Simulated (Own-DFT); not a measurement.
# Same atoms, different arrangement: Ga48P48, 96 atoms

Calculated results; nothing here was measured. They come from Own-DFT, an in-house plane-wave density functional program, since retired, whose code no person has reviewed. Each row is one single-point run on a periodic cell that was not relaxed, without spin or spin-orbit coupling.

Settings of every run: PBE; PseudoDojo norm-conserving scalar-relativistic files; cutoff 42 hartree; 2 x 3 x 3 k mesh centred on Gamma; Fermi-Dirac smearing of 0.1 eV.

Known limits, some of them of some rows only: not probed for a lower state with spin; forces on such cells failed a check on a denser k mesh; forces on such cells passed a denser k mesh, each cell not checked; stress not checked against mesh or cutoff.

All cells hold the same atoms in the same cell, with vectors in Å (16.352, 0.000, 0.000); (0.000, 10.901, 0.000); (0.000, 0.000, 10.901). Every atom was moved at random from its ideal site; u is the rms move along one axis. The defect's site can differ from row to row. E is the free energy of the cell above the lowest run. The arrangements:

- A: zincblende GaP
- B: zincblende GaP, with one Ga on a P site and one P on a Ga site, 2.4 Å apart

```
arrangement   u (Å)  E (eV)  P (GPa)
          A  0.0196   0.000     2.71
          A  0.0197   0.016     2.71
          A  0.0205   0.038     2.71
          A  0.0488   3.064     3.15
          A  0.0512   3.691     3.29
          A  0.0522   3.382     3.18
          B  0.0294   3.784     2.93
          B  0.0296   3.815     2.90
          B  0.0311   4.077     2.92
          B  0.0526   7.062     3.37
          B  0.0528   7.103     3.40
          B  0.0543   6.856     3.41
```

Question: once the cost of the random moves is taken out, how do the arrangements rank?

## Worked answer

Fit E = a + b u², with one b for all and one a for each arrangement, and with residuals divided by u², since the noise grows with the moves. Then b = 1574 eV/Å², the scatter at u = 0.04 Å is 0.12 eV, and against A:

- B: 3.08 ± 0.05 eV (higher)

These are energies of unrelaxed cells. Relaxing the atoms lowers the strained arrangements most, so the gaps would shrink and small ones could change sign.
